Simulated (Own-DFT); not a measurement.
# Response to strain: C40 NbSi2, 36 atoms (Nb12Si24)

Calculated results; nothing here was measured. They come from Own-DFT, an in-house plane-wave density functional program, since retired, whose code no person has reviewed. Each row is one single-point run on a periodic cell that was not relaxed, without spin or spin-orbit coupling.

Settings of every run: PBE; PseudoDojo norm-conserving scalar-relativistic files; cutoff 42 hartree; 4 x 4 x 5 k mesh centred on Gamma; cold (Marzari-Vanderbilt) smearing of 0.2 eV.

Known limits: forces on such cells failed a check on a denser k mesh; stress not checked against mesh or cutoff.

Unstrained cell vectors in Å: (0.000, 8.324, 0.000); (-9.613, 0.000, 0.000); (0.000, 0.000, 6.586). The unstrained cell was taken from the Materials Project. The random moves and any unrelaxed bonds add to the pressure at no strain. Each run strains this cell uniformly, with the atoms carried along. Every atom was also moved at random, by a Gaussian of width 0.05 Å on each axis. Strain is the symmetric tensor, in per cent. Stress is positive in tension, and the pressure is minus a third of its trace.

| run | e_xx (%) | e_yy (%) | e_zz (%) | e_yz (%) | e_xz (%) | e_xy (%) | s_xx (GPa) | s_yy (GPa) | s_zz (GPa) | s_yz (GPa) | s_xz (GPa) | s_xy (GPa) | P (GPa) | E (meV/atom) |
|---|---|---|---|---|---|---|---|---|---|---|---|---|---|---|
| 1 | -0.08 | -1.45 | 1.77 | 1.80 | -1.49 | -0.62 | -2.44 | -6.73 | 2.99 | 4.74 | -4.11 | -1.58 | 2.06 | 14.9 |
| 2 | 1.98 | -0.51 | 0.59 | -0.42 | -0.21 | 0.40 | 4.46 | -2.64 | 0.05 | -1.11 | -0.45 | 1.05 | -0.62 | 8.9 |
| 3 | 0.20 | -1.96 | -0.21 | -1.59 | 0.37 | -0.64 | -2.75 | -9.97 | -6.37 | -5.67 | 1.06 | -2.00 | 6.37 | 12.5 |
| 4 | -0.77 | 0.38 | 0.61 | -1.13 | 0.45 | 0.01 | -4.65 | -0.88 | -0.71 | -2.98 | 0.77 | -0.38 | 2.08 | 0.0 |
| 5 | -1.12 | -1.78 | -1.60 | 0.17 | -0.19 | 1.98 | -9.25 | -13.85 | -14.29 | 1.77 | -0.67 | 6.90 | 12.46 | 47.7 |
| 6 | -1.03 | 0.35 | -1.73 | 1.44 | 0.05 | 0.45 | -7.65 | -3.13 | -13.34 | 5.42 | 0.45 | 1.06 | 8.04 | 26.2 |
| 7 | -0.70 | -0.28 | 0.67 | 0.51 | -1.16 | -0.20 | -5.32 | -2.80 | -1.26 | 1.32 | -3.24 | -0.60 | 3.13 | 6.5 |
| 8 | 0.59 | -0.96 | -0.85 | 0.40 | 1.72 | 1.61 | -2.01 | -6.05 | -8.27 | 1.52 | 5.82 | 4.55 | 5.44 | 17.4 |
| 9 | -1.40 | 0.39 | 0.53 | -1.14 | 1.02 | 1.03 | -7.23 | -1.20 | -2.38 | -3.40 | 3.10 | 3.93 | 3.61 | 9.7 |
| 10 | -0.65 | 1.37 | -0.93 | 1.40 | 0.16 | 0.19 | -3.89 | 1.22 | -8.02 | 4.14 | 0.53 | 0.53 | 3.56 | 11.1 |
| 11 | -1.84 | -0.73 | -0.87 | -0.73 | -0.84 | 1.82 | -11.52 | -6.85 | -9.87 | -2.30 | -3.36 | 5.99 | 9.41 | 19.0 |
| 12 | 1.49 | 0.41 | -1.97 | 0.24 | -1.24 | 0.35 | 1.32 | -0.61 | -12.12 | 1.29 | -4.62 | 0.70 | 3.80 | 17.1 |
| 13 | -1.84 | -0.33 | -1.92 | 1.05 | 1.34 | -1.13 | -12.32 | -7.15 | -16.32 | 3.47 | 5.73 | -3.83 | 11.93 | 54.8 |
| 14 | -1.40 | -1.74 | -0.22 | -0.12 | 0.79 | -0.84 | -8.87 | -10.22 | -6.72 | -0.19 | 2.12 | -3.13 | 8.60 | 4.1 |
| 15 | -1.52 | -1.77 | -1.79 | 0.61 | 0.50 | 1.27 | -12.27 | -11.16 | -16.66 | 2.79 | 1.70 | 3.88 | 13.36 | 44.7 |
| 16 | 0.98 | -1.37 | -0.88 | 1.37 | 1.43 | -1.07 | ? | ? | ? | ? | ? | ? | ? | ? |

E is the free energy for each atom above the lowest run shown.

## Worked fit

Each stress component was fitted by least squares to a constant and the strains of the runs shown, as fractions, with shears doubled. Shear strains stay in the fit of a normal stress only where such slopes are resolved. The slopes, in GPa:

```
stress,at no strain,per e_xx,per e_yy,per e_zz,scatter
s_xx,-2.6,380 ± 15,79 ± 16,95 ± 15,0.63
s_yy,-2.2,79 ± 20,402 ± 22,92 ± 19,0.83
s_zz,-3.9,85 ± 14,85 ± 16,507 ± 14,0.61
```

Each shear stress against twice its own strain: yz 156 ± 8, xz 171 ± 7, xy 166 ± 6 GPa. These are stiffnesses along x, y and z of the frame in which the cell vectors are given, which need not be the crystal's axes. The atoms are held to the strained lattice; where symmetry lets them move under strain, relaxing them would lower some slopes. The table should be nearly symmetric about its diagonal, and what it lacks of that shows the noise. A ninth of its sum, 201 ± 7 GPa, estimates the bulk modulus near the mean pressure of these runs, 6.2 GPa, so it lies above the value at zero pressure.

## Withheld run

Question: what normal stresses and pressure should run 16 give?

The fit gives s_xx = -0.8, s_yy = -7.8, s_zz = -8.8 and P = 5.8 GPa. The calculation gave -0.84, -7.83, -8.26 and P = 5.64 GPa.
